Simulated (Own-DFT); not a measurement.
Simulation results for Al$_{3}$GaN$_{4}$ (wurtzite random alloy, strained, atoms displaced)

All values are calculated (Own-DFT development build). A calculation, not a measurement: plane-wave PBE density functional theory by an unreviewed code, no spin, of a simulated periodic cell, stress positive in tension, free energy of the whole cell less one offset for each atom, forces on such cells passed a denser k mesh, this cell's mesh not checked; offsets are fitted by least squares, one for each functional and potential file, so energies compare only between cells with the same atoms and settings and are not formation energies; the far tail of each file's local potential was reset to the Coulomb form; each entry is a single point on an unrelaxed cell, so the pressure reflects the starting lattice, mostly measured values, from which strain is counted, and rises with the displacements; printed positions are rounded, which can move forces by about a meV/angstrom; the program is a retired in-house code; no spin-orbit coupling.

Common to all runs: functional PBE; potential files PseudoDojo norm-conserving, scalar-relativistic, standard set with the stringent files for Ga; wave cutoff 96 hartree; occupations Gaussian; smearing width 0.01 eV; k mesh 4 x 4 x 3 centred on Gamma.

```json
{"entry": 1, "formula": "Al3GaN4", "kind": "wurtzite random alloy, strained, atoms displaced", "structure": {"cell_angstrom": [[9.4407, 0.0, 0.0], [-4.7204, 8.1759, 0.0], [0.0, 0.0, 10.0655]], "atoms_fractional": [["Al", 0.11623, 0.22067, 0.00553], ["Al", 0.22731, 0.11217, 0.24932], ["N", 0.12092, 0.22413, 0.18643], ["N", 0.21869, 0.1124, 0.43988], ["Al", 0.10861, 0.22505, 0.50172], ["Al", 0.22873, 0.11788, 0.74748], ["N", 0.08785, 0.21243, 0.68779], ["N", 0.2147, 0.10244, 0.9458], ["Al", 0.09848, 0.55061, 0.01208], ["Ga", 0.2323, 0.45327, 0.24491], ["N", 0.11714, 0.5558, 0.19171], ["N", 0.23036, 0.4458, 0.44279], ["Al", 0.1123, 0.55397, 0.49972], ["Al", 0.22593, 0.44735, 0.75028], ["N", 0.10865, 0.56603, 0.68929], ["N", 0.22289, 0.44983, 0.93725], ["Al", 0.11459, 0.88822, 0.9968], ["Al", 0.23206, 0.77958, 0.25463], ["N", 0.1067, 0.88025, 0.19888], ["N", 0.21209, 0.76326, 0.43363], ["Ga", 0.11757, 0.89912, 0.49677], ["Al", 0.21428, 0.77434, 0.74905], ["N", 0.10803, 0.88316, 0.68876], ["N", 0.22244, 0.7804, 0.93733], ["Al", 0.44381, 0.22027, 0.00431], ["Al", 0.54789, 0.10514, 0.25031], ["N", 0.44596, 0.21541, 0.18543], ["N", 0.55721, 0.10789, 0.43876], ["Al", 0.44437, 0.22625, 0.5], ["Al", 0.55405, 0.1166, 0.75162], ["N", 0.44196, 0.21924, 0.67982], ["N", 0.55462, 0.10503, 0.94349], ["Ga", 0.43518, 0.55111, 0.99655], ["Ga", 0.56028, 0.44554, 0.24994], ["N", 0.44495, 0.55333, 0.18802], ["N", 0.56106, 0.45133, 0.43962], ["Al", 0.44908, 0.55079, 0.50826], ["Al", 0.5563, 0.4418, 0.74841], ["N", 0.45669, 0.5587, 0.68666], ["N", 0.55129, 0.43955, 0.93804], ["Ga", 0.44807, 0.88349, 0.00037], ["Al", 0.56094, 0.77178, 0.25167], ["N", 0.44775, 0.90104, 0.19291], ["N", 0.55973, 0.76933, 0.43131], ["Al", 0.45294, 0.8856, 0.50704], ["Al", 0.55018, 0.77025, 0.75005], ["N", 0.44359, 0.88668, 0.68713], ["N", 0.553, 0.77225, 0.93771], ["Al", 0.77518, 0.22004, 0.0055], ["Al", 0.8894, 0.10897, 0.25219], ["N", 0.77889, 0.21492, 0.19151], ["N", 0.88142, 0.10432, 0.43015], ["Ga", 0.7767, 0.22071, 0.48934], ["Al", 0.88555, 0.10747, 0.74473], ["N", 0.77098, 0.21146, 0.68989], ["N", 0.89, 0.1119, 0.93776], ["Al", 0.78463, 0.55927, 0.99983], ["Ga", 0.89212, 0.4423, 0.25535], ["N", 0.77891, 0.56263, 0.18634], ["N", 0.89381, 0.45029, 0.44282], ["Al", 0.77291, 0.55122, 0.49901], ["Ga", 0.88965, 0.4419, 0.75051], ["N", 0.77984, 0.56588, 0.68322], ["N", 0.88748, 0.44813, 0.93667], ["Ga", 0.7737, 0.89643, 0.00376], ["Al", 0.8893, 0.78533, 0.25484], ["N", 0.77984, 0.88979, 0.19639], ["N", 0.88764, 0.78838, 0.44109], ["Al", 0.78705, 0.89142, 0.49555], ["Al", 0.8861, 0.77819, 0.73913], ["N", 0.78619, 0.88783, 0.68562], ["N", 0.88286, 0.76316, 0.94333]]}, "results": {"free_energy_of_cell_above_offsets [eV]": "-23.679", "pressure [GPa]": 4.18, "stress_xx [GPa]": -2.17, "stress_yy [GPa]": -2.87, "stress_zz [GPa]": -7.49, "stress_yz [GPa]": 0.4, "stress_xz [GPa]": 0.25, "stress_xy [GPa]": 0.12, "force_element": ["Al", "Al", "N", "N", "Al", "Al", "N", "N", "Al", "Ga", "N", "N", "Al", "Al", "N", "N", "Al", "Al", "N", "N", "Ga", "Al", "N", "N", "Al", "Al", "N", "N", "Al", "Al", "N", "N", "Ga", "Ga", "N", "N", "Al", "Al", "N", "N", "Ga", "Al", "N", "N", "Al", "Al", "N", "N", "Al", "Al", "N", "N", "Ga", "Al", "N", "N", "Al", "Ga", "N", "N", "Al", "Ga", "N", "N", "Ga", "Al", "N", "N", "Al", "Al", "N", "N"], "force_x [eV/angstrom]": [-1.064, -0.376, -0.862, 0.609, -0.231, -1.527, 3.919, 0.899, 1.065, -0.257, -0.821, -0.631, 0.225, -1.158, 2.152, -1.714, -1.12, -1.27, 0.675, 1.38, 0.23, 0.707, 0.039, -0.071, 0.07, 1.246, -0.579, -2.08, 0.521, 0.806, -0.084, -0.438, 1.738, -0.107, 0.903, -0.145, -0.639, 0.779, -1.478, 0.877, -1.466, -1.039, 1.213, -0.569, -0.669, 0.815, -0.066, 0.317, 0.364, 0.629, -0.723, 1.548, 0.22, -1.544, -0.379, -0.079, -1.387, -0.75, 0.946, -0.357, 0.944, -0.698, -0.307, 0.402, 1.752, 1.022, -0.564, 1.728, -2.292, 1.089, -2.425, 0.136], "force_y [eV/angstrom]": [0.121, -0.861, -0.664, 2.338, -0.431, -1.73, 2.505, 1.689, 1.045, -1.686, 0.874, -0.3, 0.124, -0.171, -1.762, -1.627, -1.378, 0.0, 1.222, 1.701, -2.376, 1.15, 1.669, -1.231, -0.262, 1.543, 0.426, -0.406, -0.599, -1.376, 0.785, 1.755, 0.22, -0.389, 1.425, -1.65, 1.064, 0.538, -1.224, -0.542, 0.08, 0.788, -3.089, 0.453, -0.473, 1.739, -0.038, 0.245, 0.236, 0.362, 0.268, 0.951, 0.225, -1.256, 0.646, 1.272, -1.359, 0.393, -0.077, -0.191, 1.772, -0.018, -2.156, -1.249, -1.387, -0.953, 0.18, -2.263, -0.062, 0.01, 0.374, 3.048], "force_z [eV/angstrom]": [-1.578, -0.208, 1.118, -0.406, -0.888, 0.442, -0.2, -1.368, -2.569, 1.43, 0.011, 0.778, 0.351, -0.603, -0.629, -0.034, 1.073, -1.034, -1.054, 1.5, 0.21, 0.314, 0.732, 0.482, -1.253, 0.43, 1.298, -0.112, -1.727, -0.084, 1.931, -0.904, 0.401, -0.633, -0.164, 0.774, -2.325, 0.314, 1.453, -0.27, 0.16, -0.736, -0.013, 2.447, -2.178, -0.376, 1.379, -0.664, -1.075, -1.55, 0.031, 1.692, 1.443, 1.445, -0.125, 0.14, 0.139, -0.975, 0.65, 0.481, -0.14, -0.963, 0.411, 2.084, -0.443, -0.544, -0.335, -0.603, 0.767, 1.988, -0.024, -1.513]}}
{"entry": 2, "formula": "Al3GaN4", "kind": "wurtzite random alloy, strained, atoms displaced", "structure": {"cell_angstrom": [[9.4407, 0.0, 0.0], [-4.7204, 8.1759, 0.0], [0.0, 0.0, 10.0655]], "atoms_fractional": [["Al", 0.11261, 0.22702, 0.9993], ["Ga", 0.23425, 0.11684, 0.24651], ["N", 0.10948, 0.22844, 0.1914], ["N", 0.21324, 0.097, 0.43481], ["Ga", 0.11446, 0.22904, 0.49959], ["Al", 0.22976, 0.11719, 0.7628], ["N", 0.10145, 0.21172, 0.68202], ["N", 0.22404, 0.10465, 0.94779], ["Al", 0.10958, 0.56181, 0.00039], ["Ga", 0.21997, 0.44021, 0.2397], ["N", 0.10229, 0.54396, 0.1825], ["N", 0.21206, 0.44538, 0.45315], ["Al", 0.10379, 0.54686, 0.49476], ["Al", 0.22201, 0.43967, 0.74848], ["N", 0.10871, 0.55193, 0.6902], ["N", 0.21132, 0.44769, 0.9405], ["Al", 0.11629, 0.88606, 0.00962], ["Ga", 0.21418, 0.78084, 0.24808], ["N", 0.11229, 0.88931, 0.18178], ["N", 0.22775, 0.77887, 0.43817], ["Al", 0.10903, 0.88385, 0.50093], ["Al", 0.21938, 0.77577, 0.74477], ["N", 0.11122, 0.88471, 0.68772], ["N", 0.22314, 0.77743, 0.93162], ["Al", 0.43337, 0.21442, 0.01322], ["Al", 0.56242, 0.10985, 0.25215], ["N", 0.45165, 0.22454, 0.18205], ["N", 0.5638, 0.12026, 0.44082], ["Ga", 0.43944, 0.21408, 0.50252], ["Al", 0.5495, 0.10872, 0.75013], ["N", 0.44054, 0.22439, 0.69168], ["N", 0.555, 0.11438, 0.94115], ["Al", 0.42972, 0.56141, 0.9963], ["Al", 0.55382, 0.45116, 0.25414], ["N", 0.44299, 0.56572, 0.18572], ["N", 0.56569, 0.45518, 0.44137], ["Al", 0.44837, 0.55903, 0.49123], ["Al", 0.55475, 0.45016, 0.75294], ["N", 0.43503, 0.54458, 0.69483], ["N", 0.55456, 0.44961, 0.93434], ["Al", 0.44306, 0.88369, 0.99876], ["Al", 0.56366, 0.78451, 0.25155], ["N", 0.44553, 0.89109, 0.18878], ["N", 0.55696, 0.78695, 0.43624], ["Al", 0.4383, 0.88443, 0.5003], ["Al", 0.54998, 0.77432, 0.74829], ["N", 0.43176, 0.88913, 0.70032], ["N", 0.55967, 0.76833, 0.94159], ["Al", 0.76812, 0.22601, 0.99219], ["Al", 0.89025, 0.12007, 0.25947], ["N", 0.78107, 0.23851, 0.17615], ["N", 0.88337, 0.09921, 0.44168], ["Al", 0.78603, 0.21731, 0.51038], ["Ga", 0.89509, 0.124, 0.74319], ["N", 0.76801, 0.22313, 0.69714], ["N", 0.9011, 0.11461, 0.93393], ["Al", 0.78587, 0.55503, 0.99669], ["Al", 0.88221, 0.4508, 0.24947], ["N", 0.78208, 0.55668, 0.19047], ["N", 0.88254, 0.44017, 0.44355], ["Al", 0.76935, 0.55018, 0.49765], ["Ga", 0.88033, 0.43665, 0.74828], ["N", 0.77596, 0.55996, 0.69141], ["N", 0.90487, 0.45507, 0.93642], ["Ga", 0.77612, 0.88236, 0.99728], ["Ga", 0.89278, 0.77432, 0.25322], ["N", 0.77574, 0.88799, 0.18754], ["N", 0.89058, 0.76875, 0.43411], ["Al", 0.77943, 0.88866, 0.50393], ["Al", 0.89046, 0.78176, 0.74749], ["N", 0.78094, 0.88802, 0.69424], ["N", 0.89386, 0.78045, 0.9468]]}, "results": {"free_energy_of_cell_above_offsets [eV]": "-22.204", "pressure [GPa]": 4.36, "stress_xx [GPa]": -3.56, "stress_yy [GPa]": -2.28, "stress_zz [GPa]": -7.24, "stress_yz [GPa]": -0.03, "stress_xz [GPa]": -0.24, "stress_xy [GPa]": -1.36, "force_element": ["Al", "Ga", "N", "N", "Ga", "Al", "N", "N", "Al", "Ga", "N", "N", "Al", "Al", "N", "N", "Al", "Ga", "N", "N", "Al", "Al", "N", "N", "Al", "Al", "N", "N", "Ga", "Al", "N", "N", "Al", "Al", "N", "N", "Al", "Al", "N", "N", "Al", "Al", "N", "N", "Al", "Al", "N", "N", "Al", "Al", "N", "N", "Al", "Ga", "N", "N", "Al", "Al", "N", "N", "Al", "Ga", "N", "N", "Ga", "Ga", "N", "N", "Al", "Al", "N", "N"], "force_x [eV/angstrom]": [-0.198, -1.424, 0.381, 0.208, 0.736, -0.855, 2.829, -1.16, 0.634, -0.488, -1.094, 2.808, -1.292, -1.647, 0.563, 1.45, -0.794, 2.198, -0.488, -1.195, 0.118, -1.214, -0.537, 0.144, 1.482, -0.197, 0.491, 0.927, -0.402, -0.781, 0.491, -0.754, 2.282, 0.749, 1.332, -2.576, -1.165, 0.7, 0.342, -0.02, 0.227, -1.053, 0.477, 0.668, 0.422, 0.364, 2.647, -2.735, 2.514, -0.282, 0.389, -0.557, -1.793, -0.809, 0.11, -1.786, -1.474, 1.821, -1.774, 0.419, 2.283, 0.326, -0.647, -2.399, 0.579, -1.148, 0.188, -0.749, 0.417, 0.891, -1.581, 1.462], "force_y [eV/angstrom]": [-0.559, -0.552, -2.547, 1.125, -1.869, -1.447, 1.811, 0.817, 0.087, 2.001, 1.574, 0.837, 1.832, 0.002, 0.048, -0.593, -0.378, -1.221, 0.728, -0.825, -0.397, -1.232, 1.052, 0.305, 1.706, 0.753, 1.004, -1.608, 0.668, 0.307, 0.109, -0.981, -1.55, -0.058, -0.522, -1.425, -0.057, -0.538, 1.82, -0.778, 0.656, -0.083, 0.143, -0.926, 1.202, -0.034, 0.119, 1.35, 0.417, -0.715, -1.729, 1.344, 0.639, -2.127, -1.812, 0.232, 0.27, -1.31, -0.563, -0.356, 1.048, 2.851, -0.086, -1.623, 1.556, 1.016, 1.305, 0.742, -1.248, -0.49, -0.378, -0.856], "force_z [eV/angstrom]": [0.246, 0.024, -0.672, 0.564, -0.886, -1.534, 2.056, -0.122, -0.74, 1.685, 1.225, -2.326, 1.436, -0.069, -0.902, -0.461, -3.867, 0.07, 2.186, 0.822, 0.09, 0.645, 0.34, 1.59, -4.619, -0.881, 4.286, 0.104, -0.175, 0.805, 0.742, -0.404, 0.078, -1.699, 0.835, -1.106, 1.43, -0.333, -1.601, 2.135, -0.384, -1.017, -0.037, 1.325, 0.326, 0.474, -2.008, -1.439, 0.065, -2.62, 2.338, 0.329, -1.221, 1.843, -1.619, 0.876, -0.137, 0.301, -0.77, -0.508, 1.456, 0.226, -0.82, 0.666, 0.202, -1.828, 1.585, 2.857, -0.198, 1.266, -1.171, -1.358]}}
{"entry": 3, "formula": "Al3GaN4", "kind": "wurtzite random alloy, strained, atoms displaced", "structure": {"cell_angstrom": [[9.4407, 0.0, 0.0], [-4.7204, 8.1759, 0.0], [0.0, 0.0, 10.0655]], "atoms_fractional": [["Ga", 0.11662, 0.22879, 0.01234], ["Al", 0.21572, 0.1093, 0.25096], ["N", 0.11647, 0.22602, 0.19346], ["N", 0.22501, 0.1092, 0.43877], ["Ga", 0.1208, 0.22657, 0.49738], ["Al", 0.2307, 0.1143, 0.75463], ["N", 0.10289, 0.21227, 0.68571], ["N", 0.21557, 0.11552, 0.94011], ["Al", 0.11281, 0.56099, 0.99318], ["Ga", 0.22494, 0.44632, 0.24863], ["N", 0.11254, 0.55721, 0.18682], ["N", 0.22043, 0.44067, 0.44143], ["Ga", 0.11798, 0.55807, 0.49883], ["Al", 0.2163, 0.43214, 0.75269], ["N", 0.10672, 0.5521, 0.67366], ["N", 0.22528, 0.44953, 0.95088], ["Al", 0.10573, 0.88274, 0.00249], ["Ga", 0.21089, 0.7747, 0.24782], ["N", 0.09657, 0.87214, 0.18788], ["N", 0.21772, 0.77059, 0.45136], ["Al", 0.11875, 0.89024, 0.50122], ["Ga", 0.21749, 0.76558, 0.75439], ["N", 0.1042, 0.87793, 0.69159], ["N", 0.21543, 0.76706, 0.94066], ["Al", 0.44707, 0.22013, 0.00309], ["Al", 0.55797, 0.10783, 0.24355], ["N", 0.44245, 0.22435, 0.19292], ["N", 0.55581, 0.10705, 0.44337], ["Al", 0.45775, 0.22897, 0.49369], ["Al", 0.54298, 0.10149, 0.74275], ["N", 0.44561, 0.21889, 0.69197], ["N", 0.54898, 0.10477, 0.94046], ["Ga", 0.45023, 0.56338, 0.00039], ["Al", 0.55301, 0.44576, 0.24296], ["N", 0.43586, 0.5406, 0.18564], ["N", 0.55338, 0.44623, 0.4457], ["Al", 0.43791, 0.55158, 0.50039], ["Al", 0.55204, 0.44197, 0.74781], ["N", 0.44614, 0.55735, 0.68943], ["N", 0.55299, 0.43649, 0.93948], ["Al", 0.44508, 0.89368, 0.00668], ["Al", 0.54839, 0.77454, 0.25179], ["N", 0.43617, 0.88522, 0.18749], ["N", 0.55628, 0.77923, 0.4441], ["Al", 0.43163, 0.87941, 0.49667], ["Al", 0.56665, 0.79671, 0.75324], ["N", 0.4478, 0.89723, 0.6912], ["N", 0.56333, 0.78111, 0.93991], ["Al", 0.78109, 0.22311, 0.00898], ["Al", 0.8866, 0.10811, 0.2536], ["N", 0.77653, 0.21735, 0.19014], ["N", 0.90033, 0.11794, 0.43612], ["Al", 0.77081, 0.22667, 0.49657], ["Al", 0.88283, 0.11031, 0.75819], ["N", 0.76846, 0.21172, 0.69333], ["N", 0.88251, 0.10054, 0.94026], ["Al", 0.77429, 0.54652, 0.99556], ["Al", 0.8673, 0.43141, 0.24577], ["N", 0.7752, 0.56086, 0.18673], ["N", 0.8918, 0.45064, 0.43818], ["Al", 0.77556, 0.55826, 0.49885], ["Ga", 0.89115, 0.4507, 0.74211], ["N", 0.78816, 0.55862, 0.68619], ["N", 0.90541, 0.45327, 0.94566], ["Al", 0.77621, 0.88689, 0.99512], ["Al", 0.88423, 0.7669, 0.23712], ["N", 0.77082, 0.88607, 0.19497], ["N", 0.89891, 0.78696, 0.43763], ["Al", 0.77114, 0.87978, 0.50355], ["Ga", 0.89634, 0.78579, 0.75067], ["N", 0.78354, 0.89054, 0.69641], ["N", 0.88982, 0.76883, 0.93967]]}, "results": {"free_energy_of_cell_above_offsets [eV]": "-22.307", "pressure [GPa]": 4.4, "stress_xx [GPa]": -3.49, "stress_yy [GPa]": -4.17, "stress_zz [GPa]": -5.54, "stress_yz [GPa]": 0.61, "stress_xz [GPa]": -0.19, "stress_xy [GPa]": -0.19, "force_element": ["Ga", "Al", "N", "N", "Ga", "Al", "N", "N", "Al", "Ga", "N", "N", "Ga", "Al", "N", "N", "Al", "Ga", "N", "N", "Al", "Ga", "N", "N", "Al", "Al", "N", "N", "Al", "Al", "N", "N", "Ga", "Al", "N", "N", "Al", "Al", "N", "N", "Al", "Al", "N", "N", "Al", "Al", "N", "N", "Al", "Al", "N", "N", "Al", "Al", "N", "N", "Al", "Al", "N", "N", "Al", "Ga", "N", "N", "Al", "Al", "N", "N", "Al", "Ga", "N", "N"], "force_x [eV/angstrom]": [-0.849, 0.759, -0.974, 1.657, -0.811, -1.509, 0.655, 2.282, 1.511, -1.579, -1.307, 1.185, -0.884, 0.054, 1.799, -0.755, 0.208, 1.079, -0.224, -0.097, -1.425, -0.031, 2.199, 0.514, -1.076, -1.296, 0.744, -0.493, -1.513, 1.182, -0.604, 0.524, 0.256, 0.342, 1.137, 0.369, 0.413, 0.75, -0.52, 0.624, 0.098, 0.601, 1.085, -0.981, 1.639, -0.306, 0.295, -1.517, 0.098, 0.851, -0.364, -2.321, 2.536, 0.776, -0.145, -0.458, 0.23, 2.053, -0.08, -1.531, 0.961, 0.759, -3.135, -2.538, 1.115, -1.55, 0.298, -0.77, 1.387, -0.645, -1.712, -1.024], "force_y [eV/angstrom]": [-0.489, -0.591, -1.881, -0.115, -1.521, -1.033, 0.648, -1.391, -1.058, 0.012, -1.278, 1.644, -1.933, 0.877, -0.834, -0.005, 0.487, -0.797, 3.025, 2.453, -0.126, 0.871, 2.783, 2.826, -0.259, -0.222, -0.878, -0.282, -1.219, 2.327, 0.727, 0.912, -0.875, -0.252, 2.795, 0.327, 0.591, 0.544, 0.099, 0.296, -1.31, -0.253, 0.5, -0.879, 1.302, -1.991, -2.648, 0.876, -0.284, -0.202, -0.159, -1.144, -0.302, 0.288, 0.548, 1.591, 0.718, 2.341, -3.032, -1.29, 0.978, -1.973, -0.157, -2.349, -0.42, 2.193, -0.183, -1.276, 1.913, -1.564, 0.551, 0.412], "force_z [eV/angstrom]": [-1.992, 0.122, 1.436, -0.264, 0.476, -0.943, 2.238, 0.566, 2.417, 0.541, -0.162, -0.655, -2.22, -0.353, 4.802, -2.427, -1.132, 1.14, -0.544, -2.12, 0.406, -1.194, -0.694, 0.91, -0.549, 1.148, -0.136, -1.462, 0.739, 1.561, -0.914, 0.379, -0.902, 1.21, 1.363, -1.404, 0.528, -0.092, 0.647, -0.3, -1.815, -0.111, 1.138, -0.639, 1.046, -0.644, -0.983, -0.042, -2.754, -0.034, 0.386, 0.696, 0.854, -1.652, -0.685, 1.131, -0.258, 0.82, -0.574, -0.832, -0.295, 1.043, -0.151, -0.475, 1.295, 2.579, -1.124, -0.19, -0.519, 0.226, -1.075, 1.465]}}
{"entry": 4, "formula": "Al3GaN4", "kind": "wurtzite random alloy, strained, atoms displaced", "structure": {"cell_angstrom": [[9.4407, 0.0, 0.0], [-4.7204, 8.1759, 0.0], [0.0, 0.0, 10.0655]], "atoms_fractional": [["Al", 0.11523, 0.2267, 0.0015], ["Al", 0.22718, 0.11705, 0.2391], ["N", 0.11329, 0.21467, 0.19], ["N", 0.22415, 0.11555, 0.44535], ["Al", 0.11271, 0.22861, 0.49112], ["Al", 0.21646, 0.11226, 0.75049], ["N", 0.11615, 0.22295, 0.68026], ["N", 0.20605, 0.10208, 0.93517], ["Ga", 0.10811, 0.55286, 0.99428], ["Ga", 0.22034, 0.4487, 0.24314], ["N", 0.12335, 0.55681, 0.19482], ["N", 0.22496, 0.44292, 0.43971], ["Al", 0.10705, 0.55456, 0.49729], ["Al", 0.21891, 0.44124, 0.75265], ["N", 0.11088, 0.56188, 0.69152], ["N", 0.2089, 0.43127, 0.9404], ["Al", 0.12609, 0.90736, 0.00102], ["Al", 0.21544, 0.77321, 0.25017], ["N", 0.10829, 0.89437, 0.18764], ["N", 0.22354, 0.77303, 0.44514], ["Al", 0.09316, 0.87853, 0.50409], ["Al", 0.21684, 0.77014, 0.74284], ["N", 0.11403, 0.88127, 0.69061], ["N", 0.23184, 0.78117, 0.93498], ["Ga", 0.4474, 0.22099, 0.00181], ["Al", 0.56489, 0.12088, 0.24254], ["N", 0.44592, 0.22071, 0.19048], ["N", 0.55618, 0.10699, 0.43868], ["Ga", 0.44467, 0.21935, 0.50894], ["Al", 0.54381, 0.10027, 0.75784], ["N", 0.43866, 0.21787, 0.69571], ["N", 0.56622, 0.10817, 0.94543], ["Al", 0.44269, 0.56079, 0.99358], ["Ga", 0.55937, 0.44549, 0.25199], ["N", 0.45193, 0.5635, 0.18856], ["N", 0.55876, 0.44555, 0.44253], ["Al", 0.44309, 0.55604, 0.5], ["Al", 0.56867, 0.44939, 0.75036], ["N", 0.4495, 0.55309, 0.68447], ["N", 0.55936, 0.44576, 0.93817], ["Al", 0.44406, 0.87971, 0.99122], ["Ga", 0.55449, 0.77721, 0.25156], ["N", 0.43702, 0.89123, 0.18282], ["N", 0.56135, 0.78444, 0.43332], ["Al", 0.44474, 0.88943, 0.50021], ["Al", 0.56296, 0.78718, 0.7497], ["N", 0.45663, 0.89664, 0.69213], ["N", 0.55952, 0.77697, 0.94392], ["Al", 0.78568, 0.22581, 0.00058], ["Al", 0.87969, 0.10653, 0.25746], ["N", 0.78046, 0.22541, 0.19865], ["N", 0.89108, 0.11429, 0.44624], ["Ga", 0.77866, 0.22148, 0.50169], ["Al", 0.8934, 0.11582, 0.7537], ["N", 0.78192, 0.22701, 0.6839], ["N", 0.89073, 0.11001, 0.94087], ["Al", 0.77851, 0.55436, 0.00272], ["Al", 0.89057, 0.45009, 0.25757], ["N", 0.78097, 0.55797, 0.19365], ["N", 0.89008, 0.44399, 0.44288], ["Al", 0.783, 0.56164, 0.49879], ["Ga", 0.87744, 0.43441, 0.7567], ["N", 0.77186, 0.55267, 0.70124], ["N", 0.87152, 0.43536, 0.93718], ["Al", 0.77201, 0.89109, 0.00382], ["Ga", 0.89654, 0.77944, 0.24869], ["N", 0.77595, 0.88466, 0.18761], ["N", 0.8815, 0.77713, 0.44211], ["Al", 0.76813, 0.88922, 0.50261], ["Al", 0.88549, 0.79102, 0.74759], ["N", 0.77643, 0.89147, 0.69062], ["N", 0.88566, 0.77667, 0.94368]]}, "results": {"free_energy_of_cell_above_offsets [eV]": "-23.258", "pressure [GPa]": 4.06, "stress_xx [GPa]": -2.82, "stress_yy [GPa]": -4.13, "stress_zz [GPa]": -5.21, "stress_yz [GPa]": 0.47, "stress_xz [GPa]": -0.52, "stress_xy [GPa]": 0.37, "force_element": ["Al", "Al", "N", "N", "Al", "Al", "N", "N", "Ga", "Ga", "N", "N", "Al", "Al", "N", "N", "Al", "Al", "N", "N", "Al", "Al", "N", "N", "Ga", "Al", "N", "N", "Ga", "Al", "N", "N", "Al", "Ga", "N", "N", "Al", "Al", "N", "N", "Al", "Ga", "N", "N", "Al", "Al", "N", "N", "Al", "Al", "N", "N", "Ga", "Al", "N", "N", "Al", "Al", "N", "N", "Al", "Ga", "N", "N", "Al", "Ga", "N", "N", "Al", "Al", "N", "N"], "force_x [eV/angstrom]": [-0.54, 0.459, -1.877, -0.778, 0.964, 0.863, -1.235, 0.858, -0.864, 3.39, -4.764, -0.886, 1.211, 0.358, 0.991, 1.509, -0.835, 0.929, 2.473, -1.202, 2.138, 0.768, -2.094, -1.418, -0.122, -1.022, -0.022, -0.285, -0.065, 0.693, 0.759, -0.62, 1.083, -0.839, -0.414, 0.023, 0.543, -2.927, -0.853, -0.932, -0.155, -0.746, 0.236, -1.011, 0.094, -0.221, -1.005, -0.652, -0.199, 1.305, 0.817, 0.678, -0.798, -0.142, -0.249, -0.254, -0.835, 0.657, 1.313, -0.516, -0.672, 0.503, 1.531, 1.353, 1.944, -1.797, -0.119, -0.086, 1.227, 2.27, -0.229, 0.336], "force_y [eV/angstrom]": [-2.271, -0.871, 0.692, -1.556, -0.963, -0.547, 0.126, 2.954, 0.718, -1.91, 1.137, 1.144, -0.283, 0.356, -2.195, 1.94, -4.468, 1.702, 0.155, 0.464, 2.04, 1.534, 1.081, -0.074, 0.22, -2.188, 0.066, -0.112, -0.022, 2.349, 0.284, -0.443, -1.306, 0.068, -1.657, 0.74, -0.056, -1.735, 0.847, 0.303, 1.229, 1.036, 0.237, -0.933, 0.22, -1.774, -1.814, -0.021, -0.993, -0.118, 0.856, -1.232, -0.08, 0.313, -2.231, 0.571, 1.055, -0.582, -0.784, 1.396, -1.371, 1.587, 2.5, 0.655, -0.345, 0.25, 1.607, 0.231, 0.667, -2.172, 1.018, 0.76], "force_z [eV/angstrom]": [0.553, 2.794, -0.458, -1.466, 0.743, -1.194, 1.544, -0.031, 0.528, 1.554, -1.33, 0.142, 0.912, -1.676, -0.485, -0.69, -0.199, 0.136, -0.083, -0.717, -0.406, 0.98, 0.002, -0.229, -1.1, 1.22, 0.107, -0.777, -1.15, -0.597, 1.726, -0.587, 0.851, 0.124, -1.419, 0.603, -0.566, 0.303, 1.706, 0.516, 1.679, -1.484, 0.372, 2.87, -0.308, 0.214, -0.58, -1.595, 0.809, -0.663, -1.33, -1.158, -0.707, -1.189, 2.629, 0.14, -0.37, -0.75, -0.837, -0.412, 1.169, -2.03, -2.611, 2.674, -0.293, 0.056, 0.616, 0.641, -0.413, 1.621, -0.315, -0.329]}}
```
